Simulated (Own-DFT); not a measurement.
# How strain changes the stress of wurtzite AlN, 128 atoms (Al64N64)

All numbers below are calculated, not measured. The program, named Own-DFT, is a retired in-house plane-wave density functional code that no person has reviewed. Each row is one single-point run on a periodic cell that was not relaxed, without spin or spin-orbit coupling.

Settings of every run: PBE; PseudoDojo norm-conserving scalar-relativistic files; cutoff 42 hartree; 3 x 3 x 3 k mesh centred on Gamma; Gaussian smearing of 0.01 eV.

Known limits: k mesh not checked against a denser one; stress not checked against mesh or cutoff.

Unstrained cell vectors in Å: (12.448, 0.000, 0.000); (-6.224, 10.780, 0.000); (0.000, 0.000, 9.964). The unstrained cell has measured lattice constants (interpolated for alloys), not those of this functional. That, the random moves and any unrelaxed bonds set the pressure at no strain. Each run strains this cell uniformly, with the atoms carried along. Every atom was also moved at random, by a Gaussian of width 0.05 Å on each axis. Strain is the symmetric tensor, in per cent. Stress is positive in tension, and the pressure is minus a third of its trace.

| run | e_xx (%) | e_yy (%) | e_zz (%) | s_xx (GPa) | s_yy (GPa) | s_zz (GPa) | P (GPa) | E (meV/atom) |
|---|---|---|---|---|---|---|---|---|
| 1 | 0.00 | 0.00 | 1.25 | -3.87 | -4.59 | 0.17 | 2.76 | 0.0 |
| 2 | 0.00 | 0.00 | -1.25 | -8.22 | -5.78 | -10.67 | 8.22 | 13.5 |
| 3 | 0.00 | 0.00 | -1.75 | -6.06 | -5.74 | -16.97 | 9.59 | 25.0 |
| 4 | 0.00 | 0.00 | 2.00 | -5.41 | -4.23 | 4.79 | 1.61 | 7.8 |
| 5 | 0.00 | 0.00 | -0.50 | -6.90 | -6.41 | -7.30 | 6.87 | 23.3 |
| 6 | 0.00 | 0.00 | -0.75 | -7.43 | -5.15 | -8.84 | 7.14 | 17.6 |
| 7 | 0.00 | 0.00 | -1.00 | -5.06 | -6.93 | -11.20 | 7.73 | 16.4 |
| 8 | 0.00 | 0.00 | 2.75 | -3.78 | -4.56 | 6.58 | 0.59 | 13.8 |
| 9 | 0.00 | 0.00 | 2.50 | ? | ? | ? | ? | ? |

E is the free energy for each atom above the lowest run shown.

## Worked fit

The change of volume is close to e_xx + e_yy + e_zz. A straight line through the runs shown gives P = 5.75 - 202 x (fractional change of volume) GPa, with an error of 7 on the slope and a scatter of 0.29 GPa. The strain isn't the same on all axes and the cell isn't cubic, so the slope belongs to this path and is not the bulk modulus.

## Withheld run

Question: what pressure should run 9 give? Its volume changes by 2.50 %.

The line gives 0.7 GPa. The calculation gave 1.15 GPa.
